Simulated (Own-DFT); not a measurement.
## Calculated data, SiC (4H silicon carbide, strained, atoms displaced)

A calculation, not a measurement: plane-wave PBE density functional theory by an unreviewed code, no spin, of a simulated periodic cell, stress positive in tension, free energy of the whole cell less one offset for each atom, forces on such cells passed a denser k mesh, this cell's mesh not checked; offsets are fitted by least squares, one for each functional and potential file, so energies compare only between cells with the same atoms and settings and are not formation energies; the far tail of each file's local potential was reset to the Coulomb form; each entry is a single point on an unrelaxed cell, so the pressure reflects the starting lattice, mostly measured values (interpolated for alloys), from which strain is counted, and rises with the displacements; printed positions are rounded, which can move forces by about a meV/angstrom; the program, named Own-DFT, is a retired in-house code; no spin-orbit coupling; before rounding, a Quantum ESPRESSO 7.3.1 run of the same cell and cutoff gave forces within 1 meV/angstrom rms on each cell, which checks the program and not the settings. Program: Own-DFT development build.

Common to all runs: functional PBE; potential files PseudoDojo norm-conserving, scalar-relativistic, standard set; wave cutoff 42 hartree; occupations Fermi-Dirac; smearing width 0.1 eV; k mesh 5 x 5 x 3 centred on Gamma.

(1) 
```cif
# cell vector a (Å): 6.0673 0.0510 0.1113
# cell vector b (Å): -2.9895 5.2970 0.0280
# cell vector c (Å): 0.1818 0.1577 9.8720
data_SiC
_symmetry_space_group_name_H-M 'P 1'
_symmetry_Int_Tables_number 1
_cell_length_a 6.0685
_cell_length_b 6.0824
_cell_length_c 9.8749
_cell_angle_alpha 89.458
_cell_angle_beta 87.887
_cell_angle_gamma 118.947
_cell_volume 318.59
loop_
_atom_site_label
_atom_site_type_symbol
_atom_site_fract_x
_atom_site_fract_y
_atom_site_fract_z
_atom_site_occupancy
Si1 Si 0.99457 0.00570 0.40018 1
Si2 Si 0.16760 0.32605 0.14992 1
C1 C 0.01410 0.98926 0.09572 1
C2 C 0.17701 0.33941 0.33428 1
Si3 Si 0.00802 0.50104 0.41404 1
Si4 Si 0.17302 0.85266 0.15042 1
C3 C 0.98520 0.49874 0.09604 1
C4 C 0.16561 0.81981 0.33738 1
Si5 Si 0.50081 0.99772 0.40869 1
Si6 Si 0.65542 0.33857 0.15316 1
C5 C 0.51712 0.01794 0.08318 1
C6 C 0.66621 0.33740 0.33747 1
Si7 Si 0.49341 0.50119 0.39777 1
Si8 Si 0.66675 0.82994 0.15480 1
C7 C 0.50007 0.49894 0.09401 1
C8 C 0.67043 0.84214 0.34375 1
Si9 Si 0.00988 0.01602 0.91447 1
Si10 Si 0.81624 0.65911 0.65427 1
C9 C 0.99417 0.00339 0.59873 1
C10 C 0.85986 0.67489 0.84515 1
Si11 Si 0.99977 0.49178 0.91605 1
Si12 Si 0.84570 0.17684 0.66047 1
C11 C 0.01093 0.51045 0.58451 1
C12 C 0.83121 0.16859 0.84654 1
Si13 Si 0.51166 0.00375 0.90563 1
Si14 Si 0.33398 0.65589 0.65529 1
C13 C 0.51069 0.01965 0.59711 1
C14 C 0.33457 0.67309 0.84198 1
Si15 Si 0.49982 0.49287 0.91098 1
Si16 Si 0.32816 0.16491 0.66027 1
C15 C 0.50008 0.49201 0.60195 1
C16 C 0.32706 0.15738 0.84126 1
_calc_free_energy_of_cell_above_offsets '-0.946'  # eV
_calc_pressure 15.26  # GPa
_calc_stress_xx -16.29  # GPa
_calc_stress_yy -6.5  # GPa
_calc_stress_zz -22.97  # GPa
_calc_stress_yz 5.44  # GPa
_calc_stress_xz 5.3  # GPa
_calc_stress_xy 4.41  # GPa
```

Force:
| element | x (eV/Å) | y (eV/Å) | z (eV/Å) |
| --- | --- | --- | --- |
| Si | 2.016 | -0.399 | 1.262 |
| Si | -1.952 | 0.959 | 0.648 |
| C | -5.417 | 2.955 | -0.892 |
| C | -0.985 | -0.756 | 1.467 |
| Si | -1.265 | -0.66 | -5.564 |
| Si | 5.133 | -4.282 | 1.833 |
| C | 2.321 | 0.657 | 0.553 |
| C | -0.36 | 2.071 | 1.277 |
| Si | -1.712 | 1.36 | -0.399 |
| Si | 2.44 | -1.003 | 0.948 |
| C | -0.403 | -1.418 | 2.713 |
| C | 0.537 | -0.436 | 1.729 |
| Si | 1.537 | -0.211 | 1.653 |
| Si | -0.417 | 0.908 | -0.104 |
| C | -1.378 | 1.071 | -0.278 |
| C | 0.143 | -0.946 | -0.508 |
| Si | -0.089 | -2.525 | -2.545 |
| Si | 2.552 | 1.648 | 1.294 |
| C | 1.093 | -0.715 | -1.802 |
| C | -2.614 | -0.468 | 0.229 |
| Si | -0.155 | 1.361 | -2.261 |
| Si | -1.603 | 0.088 | -0.864 |
| C | -0.2 | -0.505 | 4.538 |
| C | 1.789 | 0.996 | 0.124 |
| Si | -2.06 | -1.254 | -1.9 |
| Si | -1.154 | 2.462 | 0.355 |
| C | 0.882 | -2.033 | -0.307 |
| C | 1.087 | -1.071 | 1.415 |
| Si | 0.534 | 1.198 | -2.867 |
| Si | -0.252 | -0.859 | -1.081 |
| C | -0.975 | 0.048 | -2.804 |
| C | 0.926 | 1.759 | 2.139 |

(2) 
```cif
# cell vector a (Å): 6.1568 0.0704 -0.0391
# cell vector b (Å): -3.0174 5.3745 0.1133
# cell vector c (Å): -0.0639 0.1767 10.1591
data_SiC
_symmetry_space_group_name_H-M 'P 1'
_symmetry_Int_Tables_number 1
_cell_length_a 6.1573
_cell_length_b 6.1646
_cell_length_c 10.1608
_cell_angle_alpha 87.902
_cell_angle_beta 90.713
_cell_angle_gamma 118.658
_cell_volume 338.20
loop_
_atom_site_label
_atom_site_type_symbol
_atom_site_fract_x
_atom_site_fract_y
_atom_site_fract_z
_atom_site_occupancy
Si1 Si 0.98796 0.99398 0.39954 1
Si2 Si 0.16289 0.32587 0.16148 1
C1 C 0.02000 0.00974 0.08692 1
C2 C 0.15815 0.31264 0.34241 1
Si3 Si 0.00600 0.48566 0.41022 1
Si4 Si 0.17273 0.83507 0.15551 1
C3 C 0.00466 0.51199 0.08469 1
C4 C 0.16900 0.81479 0.34533 1
Si5 Si 0.49557 0.98935 0.40832 1
Si6 Si 0.67898 0.33856 0.15446 1
C5 C 0.50424 0.99308 0.10141 1
C6 C 0.67691 0.35414 0.34409 1
Si7 Si 0.49419 0.49115 0.40240 1
Si8 Si 0.67445 0.84810 0.14832 1
C7 C 0.50683 0.50809 0.09329 1
C8 C 0.66254 0.81895 0.33950 1
Si9 Si 0.00191 0.01338 0.91649 1
Si10 Si 0.83188 0.67339 0.66110 1
C9 C 0.00866 0.01425 0.59815 1
C10 C 0.83959 0.67008 0.84079 1
Si11 Si 0.00903 0.49212 0.90586 1
Si12 Si 0.82233 0.15765 0.66293 1
C11 C 0.00887 0.51038 0.60231 1
C12 C 0.84013 0.18146 0.85240 1
Si13 Si 0.50066 0.98369 0.90730 1
Si14 Si 0.33772 0.66702 0.65771 1
C13 C 0.50319 0.01456 0.58881 1
C14 C 0.34569 0.67259 0.84179 1
Si15 Si 0.50555 0.49718 0.90735 1
Si16 Si 0.33262 0.16894 0.66151 1
C15 C 0.49917 0.50255 0.59823 1
C16 C 0.33420 0.17763 0.84254 1
_calc_free_energy_of_cell_above_offsets '-2.815'  # eV
_calc_pressure 0.32  # GPa
_calc_stress_xx -2.24  # GPa
_calc_stress_yy 2.8  # GPa
_calc_stress_zz -1.53  # GPa
_calc_stress_yz 4.6  # GPa
_calc_stress_xz -2.32  # GPa
_calc_stress_xy 4.72  # GPa
```

Force:
| element | x (eV/Å) | y (eV/Å) | z (eV/Å) |
| --- | --- | --- | --- |
| Si | 1.545 | -1.954 | 2.158 |
| Si | 0.556 | 1.718 | -2.05 |
| C | -1.362 | -0.081 | 3.516 |
| C | 0.199 | 1.347 | 0.183 |
| Si | -1.544 | 0.838 | 0.747 |
| Si | 0.516 | -0.889 | 0.655 |
| C | 0.906 | -0.958 | 2.025 |
| C | -0.971 | 1.201 | -0.33 |
| Si | 0.226 | 1.255 | -1.266 |
| Si | -0.84 | 0.282 | 0.357 |
| C | -1.984 | 2.169 | -2.122 |
| C | 1.38 | -2.727 | -0.389 |
| Si | 0.095 | 0.432 | 1.341 |
| Si | 2.483 | -2.713 | 1.762 |
| C | -0.233 | -0.494 | 0.186 |
| C | -0.596 | 1.316 | 0.114 |
| Si | 1.484 | -1.3 | -4.324 |
| Si | 0.717 | 0.212 | -1.335 |
| C | -0.851 | -1.336 | -1.025 |
| C | -0.146 | 0.442 | 2.121 |
| Si | -1.208 | 2.733 | -0.787 |
| Si | 0.87 | 1.907 | -0.681 |
| C | -0.448 | -1.318 | -0.947 |
| C | -0.565 | -2.512 | -0.973 |
| Si | -1.241 | 2.342 | 0.439 |
| Si | -0.599 | 0.717 | -0.418 |
| C | 0.351 | -1.36 | 1.642 |
| C | -0.341 | -0.794 | 0.532 |
| Si | 0.57 | 0.521 | -0.275 |
| Si | -0.184 | 0.428 | -0.997 |
| C | 0.453 | -0.021 | -1.355 |
| C | 0.76 | -1.405 | 1.497 |

(3) 
```cif
# cell vector a (Å): 6.2425 -0.0011 0.1207
# cell vector b (Å): -3.1222 5.3878 -0.0992
# cell vector c (Å): 0.1970 -0.0732 9.9588
data_SiC
_symmetry_space_group_name_H-M 'P 1'
_symmetry_Int_Tables_number 1
_cell_length_a 6.2437
_cell_length_b 6.2279
_cell_length_c 9.9610
_cell_angle_alpha 91.845
_cell_angle_beta 87.759
_cell_angle_gamma 120.112
_cell_volume 334.77
loop_
_atom_site_label
_atom_site_type_symbol
_atom_site_fract_x
_atom_site_fract_y
_atom_site_fract_z
_atom_site_occupancy
Si1 Si 0.00235 0.99567 0.40652 1
Si2 Si 0.16376 0.33851 0.15913 1
C1 C 0.99337 0.00560 0.09919 1
C2 C 0.16538 0.32528 0.34384 1
Si3 Si 0.00097 0.50745 0.40602 1
Si4 Si 0.16969 0.83931 0.15339 1
C3 C 0.98102 0.49654 0.10245 1
C4 C 0.16317 0.83021 0.34611 1
Si5 Si 0.48850 0.98453 0.40734 1
Si6 Si 0.66433 0.34173 0.16474 1
C5 C 0.50602 0.99689 0.08871 1
C6 C 0.66875 0.34663 0.34465 1
Si7 Si 0.49300 0.48289 0.40423 1
Si8 Si 0.66225 0.84991 0.16401 1
C7 C 0.48079 0.48666 0.09152 1
C8 C 0.68374 0.82941 0.35199 1
Si9 Si 0.00467 0.98786 0.90385 1
Si10 Si 0.82649 0.65553 0.66043 1
C9 C 0.99326 0.98623 0.59442 1
C10 C 0.81988 0.65462 0.84254 1
Si11 Si 0.00227 0.50296 0.90090 1
Si12 Si 0.83761 0.16157 0.65811 1
C11 C 0.00242 0.51441 0.59227 1
C12 C 0.82472 0.15921 0.84252 1
Si13 Si 0.49184 0.99851 0.91542 1
Si14 Si 0.34819 0.68574 0.64937 1
C13 C 0.49976 0.99344 0.59277 1
C14 C 0.33472 0.66635 0.83893 1
Si15 Si 0.49544 0.48878 0.90712 1
Si16 Si 0.33944 0.17720 0.65529 1
C15 C 0.47358 0.48676 0.59315 1
C16 C 0.33128 0.17068 0.84451 1
_calc_free_energy_of_cell_above_offsets '-2.584'  # eV
_calc_pressure 3  # GPa
_calc_stress_xx 2.31  # GPa
_calc_stress_yy 0.97  # GPa
_calc_stress_zz -12.29  # GPa
_calc_stress_yz -1.62  # GPa
_calc_stress_xz 6.85  # GPa
_calc_stress_xy -0.49  # GPa
```

Force:
| element | x (eV/Å) | y (eV/Å) | z (eV/Å) |
| --- | --- | --- | --- |
| Si | -0.063 | 0.649 | 0.747 |
| Si | -0.842 | -0.6 | -0.722 |
| C | 0.888 | -0.587 | -1.071 |
| C | -0.561 | 0.675 | 0.703 |
| Si | 0.273 | -1.185 | 0.122 |
| Si | -0.975 | -0.53 | 0.587 |
| C | 2.016 | 1.221 | -1.811 |
| C | 1.179 | 0.438 | -0.96 |
| Si | 1.078 | 1.399 | -0.229 |
| Si | -1.135 | -0.708 | -2.22 |
| C | -1.602 | 0.965 | 3.665 |
| C | 1.59 | -2.614 | 1.064 |
| Si | -1.435 | 1.809 | 0.817 |
| Si | 1.908 | -2.329 | -0.882 |
| C | 1.152 | 1.764 | 1.27 |
| C | -2.987 | -0.525 | -1.042 |
| Si | -2.452 | 0.955 | 0.66 |
| Si | -1.018 | 0.695 | -1.616 |
| C | 0.47 | 0.806 | 0.394 |
| C | 1.158 | 0.434 | 1.15 |
| Si | -0.225 | -1.271 | 0.821 |
| Si | -0.58 | 0.709 | -0.975 |
| C | 1.086 | -1.644 | 0.332 |
| C | 0.675 | 0.234 | 1.139 |
| Si | 0.975 | 0.01 | -4.234 |
| Si | -1.625 | -2.719 | 1.579 |
| C | -0.096 | 2.827 | -0.233 |
| C | -0.043 | 0.295 | 1.125 |
| Si | -1.317 | 1.414 | -0.045 |
| Si | -0.587 | -2.574 | 0.255 |
| C | 2.205 | 1.417 | -0.433 |
| C | 0.89 | -1.432 | 0.042 |

(4) 
```cif
# cell vector a (Å): 6.0723 -0.1055 0.0021
# cell vector b (Å): -3.1275 5.3316 0.0781
# cell vector c (Å): 0.0035 0.1494 10.2224
data_SiC
_symmetry_space_group_name_H-M 'P 1'
_symmetry_Int_Tables_number 1
_cell_length_a 6.0732
_cell_length_b 6.1817
_cell_length_c 10.2235
_cell_angle_alpha 88.564
_cell_angle_beta 89.975
_cell_angle_gamma 121.388
_cell_volume 327.51
loop_
_atom_site_label
_atom_site_type_symbol
_atom_site_fract_x
_atom_site_fract_y
_atom_site_fract_z
_atom_site_occupancy
Si1 Si 0.99620 0.99596 0.40394 1
Si2 Si 0.18516 0.34407 0.14975 1
C1 C 0.00266 0.99837 0.09490 1
C2 C 0.17213 0.33946 0.34943 1
Si3 Si 0.01613 0.52158 0.40327 1
Si4 Si 0.17906 0.83577 0.16184 1
C3 C 0.01388 0.52945 0.09880 1
C4 C 0.16119 0.81918 0.34905 1
Si5 Si 0.48828 0.98575 0.40691 1
Si6 Si 0.68387 0.34517 0.15551 1
C5 C 0.49597 0.99729 0.09897 1
C6 C 0.67367 0.33876 0.35556 1
Si7 Si 0.49019 0.49623 0.40287 1
Si8 Si 0.64268 0.82184 0.15860 1
C7 C 0.49363 0.48533 0.09429 1
C8 C 0.66774 0.83574 0.34397 1
Si9 Si 0.00850 0.00275 0.90576 1
Si10 Si 0.84940 0.67255 0.65031 1
C9 C 0.99177 0.01330 0.59391 1
C10 C 0.82621 0.65792 0.84856 1
Si11 Si 0.00667 0.48460 0.90914 1
Si12 Si 0.84430 0.16763 0.65876 1
C11 C 0.01204 0.50589 0.59137 1
C12 C 0.83167 0.15655 0.84314 1
Si13 Si 0.49377 0.01205 0.90913 1
Si14 Si 0.36056 0.68555 0.66035 1
C13 C 0.50530 0.02030 0.59357 1
C14 C 0.33388 0.67412 0.84601 1
Si15 Si 0.49609 0.50231 0.90180 1
Si16 Si 0.34532 0.16378 0.64540 1
C15 C 0.49530 0.49246 0.59148 1
C16 C 0.32360 0.15813 0.85304 1
_calc_free_energy_of_cell_above_offsets '-0.925'  # eV
_calc_pressure 9.29  # GPa
_calc_stress_xx -17.88  # GPa
_calc_stress_yy -13.63  # GPa
_calc_stress_zz 3.63  # GPa
_calc_stress_yz 5.58  # GPa
_calc_stress_xz 1.9  # GPa
_calc_stress_xy -8.66  # GPa
```

Force:
| element | x (eV/Å) | y (eV/Å) | z (eV/Å) |
| --- | --- | --- | --- |
| Si | 0.03 | 1.154 | 0.646 |
| Si | -3.842 | -2.735 | 2.576 |
| C | -0.92 | 0.215 | 0.451 |
| C | -1.5 | -1.105 | -2.327 |
| Si | 0.045 | -6.491 | 2.874 |
| Si | -3.014 | 1.5 | 0.252 |
| C | 1.928 | -3.426 | -1.754 |
| C | -1.003 | 5.289 | -2.167 |
| Si | 1.546 | 2.536 | 0.545 |
| Si | -1.185 | -1.257 | 1.826 |
| C | 1.434 | 2.023 | -1.213 |
| C | -0.743 | -0.743 | -2.241 |
| Si | 2.36 | 0.665 | 1.546 |
| Si | 3.058 | 0.744 | -0.461 |
| C | 2.371 | 2.713 | -1.505 |
| C | -1.004 | -0.713 | -0.194 |
| Si | -2.493 | -2.943 | 1.617 |
| Si | -1.146 | -0.905 | 1.327 |
| C | 3.167 | -2.094 | -1.242 |
| C | 1.89 | 0.66 | -1.293 |
| Si | -2.546 | 1.531 | -0.171 |
| Si | -2.002 | 2.156 | -0.155 |
| C | 0.611 | 0.779 | 0.522 |
| C | -0.12 | 0.657 | 0.687 |
| Si | 1.689 | -1.702 | 0.609 |
| Si | -1.536 | -1.677 | -0.715 |
| C | 3.052 | -2.716 | -0.782 |
| C | 0.935 | 0.354 | -0.18 |
| Si | 0.225 | -0.492 | 1.033 |
| Si | -3.678 | 1.296 | 2.778 |
| C | 0.746 | 2.119 | 0.173 |
| C | 1.643 | 2.606 | -3.062 |

(5) 
```cif
# cell vector a (Å): 6.2386 -0.0843 0.0539
# cell vector b (Å): -3.1923 5.4553 -0.1060
# cell vector c (Å): 0.0880 -0.1491 10.0343
data_SiC
_symmetry_space_group_name_H-M 'P 1'
_symmetry_Int_Tables_number 1
_cell_length_a 6.2394
_cell_length_b 6.3216
_cell_length_c 10.0358
_cell_angle_alpha 91.949
_cell_angle_beta 88.991
_cell_angle_gamma 121.113
_cell_volume 338.70
loop_
_atom_site_label
_atom_site_type_symbol
_atom_site_fract_x
_atom_site_fract_y
_atom_site_fract_z
_atom_site_occupancy
Si1 Si 0.99060 0.00780 0.41271 1
Si2 Si 0.16473 0.34198 0.15892 1
C1 C 0.98718 0.00183 0.10186 1
C2 C 0.15570 0.32849 0.35131 1
Si3 Si 0.99466 0.48734 0.40606 1
Si4 Si 0.17390 0.84057 0.15092 1
C3 C 0.01471 0.50574 0.09341 1
C4 C 0.15431 0.83229 0.34467 1
Si5 Si 0.49948 0.99496 0.40653 1
Si6 Si 0.66111 0.33220 0.16243 1
C5 C 0.51085 0.00953 0.09018 1
C6 C 0.66957 0.34205 0.34375 1
Si7 Si 0.50527 0.49649 0.40772 1
Si8 Si 0.66813 0.83307 0.16256 1
C7 C 0.49379 0.48760 0.08516 1
C8 C 0.66834 0.84525 0.34317 1
Si9 Si 0.98948 0.99431 0.90633 1
Si10 Si 0.82871 0.65686 0.66008 1
C9 C 0.00439 0.99661 0.58510 1
C10 C 0.84073 0.67151 0.83656 1
Si11 Si 0.98287 0.47311 0.90885 1
Si12 Si 0.84403 0.16941 0.65748 1
C11 C 0.00251 0.50314 0.58211 1
C12 C 0.84129 0.15846 0.84203 1
Si13 Si 0.49902 0.00778 0.91681 1
Si14 Si 0.34422 0.67986 0.66743 1
C13 C 0.49893 0.00253 0.59256 1
C14 C 0.35348 0.68342 0.84478 1
Si15 Si 0.50611 0.50618 0.91231 1
Si16 Si 0.33234 0.17078 0.65159 1
C15 C 0.51107 0.50140 0.59299 1
C16 C 0.35285 0.17443 0.84111 1
_calc_free_energy_of_cell_above_offsets '-2.097'  # eV
_calc_pressure 1.04  # GPa
_calc_stress_xx 4.43  # GPa
_calc_stress_yy 5.12  # GPa
_calc_stress_zz -12.66  # GPa
_calc_stress_yz -5.34  # GPa
_calc_stress_xz 2.36  # GPa
_calc_stress_xy -3.92  # GPa
```

Force:
| element | x (eV/Å) | y (eV/Å) | z (eV/Å) |
| --- | --- | --- | --- |
| Si | 1.68 | -1.047 | -2.955 |
| Si | 0.646 | -1.138 | 0.157 |
| C | 1.87 | 0.185 | -1.897 |
| C | 1.638 | 0.754 | -1.423 |
| Si | -0.473 | 2.574 | -1.156 |
| Si | -1.031 | -0.002 | 1.479 |
| C | -1.764 | -0.368 | 0.227 |
| C | 0.995 | 0.044 | -0.436 |
| Si | -1.915 | 0.339 | -0.031 |
| Si | 0.76 | 0.828 | -1.623 |
| C | -0.129 | -0.607 | 2.95 |
| C | -0.104 | -1.612 | 0.41 |
| Si | -1.497 | 1.026 | 0.113 |
| Si | -0.878 | -0.499 | -1.502 |
| C | 0.208 | 1.085 | 4.259 |
| C | -0.05 | -1.802 | 0.952 |
| Si | 2.067 | 0.707 | 0.459 |
| Si | 1.186 | 0.884 | -2.786 |
| C | -0.871 | -0.085 | 3.8 |
| C | 0.261 | -1.221 | 3.21 |
| Si | 1.104 | 3.234 | -0.953 |
| Si | -0.824 | 0.043 | -1.587 |
| C | 0.484 | -0.323 | 4.364 |
| C | -1.138 | -0.042 | 0.502 |
| Si | 0.599 | -0.255 | -3.919 |
| Si | -0.224 | -0.64 | -3.443 |
| C | 0.863 | 0.115 | 0.636 |
| C | -0.977 | -1.607 | 2.252 |
| Si | -0.145 | -0.086 | -3.825 |
| Si | 1.071 | -0.234 | 0.448 |
| C | -1.654 | 0.042 | 0.423 |
| C | -1.758 | -0.288 | 0.894 |

(6) 
```cif
# cell vector a (Å): 6.2866 0.0859 0.0812
# cell vector b (Å): -3.0689 5.3565 0.0648
# cell vector c (Å): 0.1326 0.1988 10.1256
data_SiC
_symmetry_space_group_name_H-M 'P 1'
_symmetry_Int_Tables_number 1
_cell_length_a 6.2877
_cell_length_b 6.1737
_cell_length_c 10.1284
_cell_angle_alpha 88.796
_cell_angle_beta 88.495
_cell_angle_gamma 119.014
_cell_volume 343.45
loop_
_atom_site_label
_atom_site_type_symbol
_atom_site_fract_x
_atom_site_fract_y
_atom_site_fract_z
_atom_site_occupancy
Si1 Si 0.98890 0.99891 0.40688 1
Si2 Si 0.16485 0.32855 0.16080 1
C1 C 0.98169 0.97874 0.09873 1
C2 C 0.16085 0.32476 0.34659 1
Si3 Si 0.00787 0.50142 0.40818 1
Si4 Si 0.17195 0.83574 0.15643 1
C3 C 0.99784 0.49941 0.09146 1
C4 C 0.17075 0.82766 0.33744 1
Si5 Si 0.50553 0.00972 0.41215 1
Si6 Si 0.66245 0.33935 0.15615 1
C5 C 0.50160 0.99878 0.09584 1
C6 C 0.67768 0.34245 0.34936 1
Si7 Si 0.50245 0.49966 0.40800 1
Si8 Si 0.65441 0.82903 0.16151 1
C7 C 0.52062 0.51886 0.09874 1
C8 C 0.66421 0.83481 0.33296 1
Si9 Si 0.98934 0.98675 0.90441 1
Si10 Si 0.84525 0.68635 0.66420 1
C9 C 0.01142 0.00143 0.59586 1
C10 C 0.83749 0.68249 0.84500 1
Si11 Si 0.98320 0.49349 0.90835 1
Si12 Si 0.82914 0.17229 0.64904 1
C11 C 0.00558 0.50073 0.58829 1
C12 C 0.83706 0.17468 0.84075 1
Si13 Si 0.49839 0.99173 0.90996 1
Si14 Si 0.33402 0.66500 0.65509 1
C13 C 0.49837 0.00422 0.59140 1
C14 C 0.32180 0.65938 0.85092 1
Si15 Si 0.50349 0.50290 0.90632 1
Si16 Si 0.32299 0.16092 0.64669 1
C15 C 0.49909 0.50725 0.59468 1
C16 C 0.31974 0.16176 0.84580 1
_calc_free_energy_of_cell_above_offsets '-2.762'  # eV
_calc_pressure -2.52  # GPa
_calc_stress_xx 7.91  # GPa
_calc_stress_yy 2.44  # GPa
_calc_stress_zz -2.78  # GPa
_calc_stress_yz 5.89  # GPa
_calc_stress_xz 4.04  # GPa
_calc_stress_xy 5.18  # GPa
```

Force:
| element | x (eV/Å) | y (eV/Å) | z (eV/Å) |
| --- | --- | --- | --- |
| Si | 1.347 | -1.417 | -1.027 |
| Si | -0.225 | -0.296 | -1.479 |
| C | 0.727 | 1.914 | -0.882 |
| C | 0.777 | 0.917 | 0.227 |
| Si | -0.714 | 0.391 | -1.289 |
| Si | -0.792 | -0.819 | -0.806 |
| C | 0.202 | -0.213 | 0.991 |
| C | -0.336 | 1.213 | 2.209 |
| Si | -0.299 | -1.1 | -2.721 |
| Si | 1.778 | -0.515 | 0.831 |
| C | -0.744 | 0.79 | -0.229 |
| C | -0.279 | -0.366 | -0.539 |
| Si | -0.397 | 0.439 | -0.472 |
| Si | 1.078 | 1.146 | -2.199 |
| C | -2.118 | -2.328 | -1.201 |
| C | -0.109 | 0.196 | 4.956 |
| Si | -0.061 | 3.147 | 1.791 |
| Si | -0.077 | -2.581 | -1.84 |
| C | -2.369 | 0.291 | -1.399 |
| C | -0.143 | -2.688 | -0.181 |
| Si | 1.482 | 0.497 | -0.171 |
| Si | 0.59 | -0.202 | 1.499 |
| C | -0.572 | 0.987 | 1.691 |
| C | -0.85 | -1.249 | -0.031 |
| Si | -0.837 | 0.689 | -0.973 |
| Si | -0.831 | 0.071 | 1.006 |
| C | 0.643 | -0.456 | 0.883 |
| C | 0.45 | 0.495 | -1.091 |
| Si | -1.104 | -0.809 | 0.315 |
| Si | 1.132 | 1.753 | 2.571 |
| C | 1.206 | -0.153 | -0.047 |
| C | 1.444 | 0.255 | -0.395 |
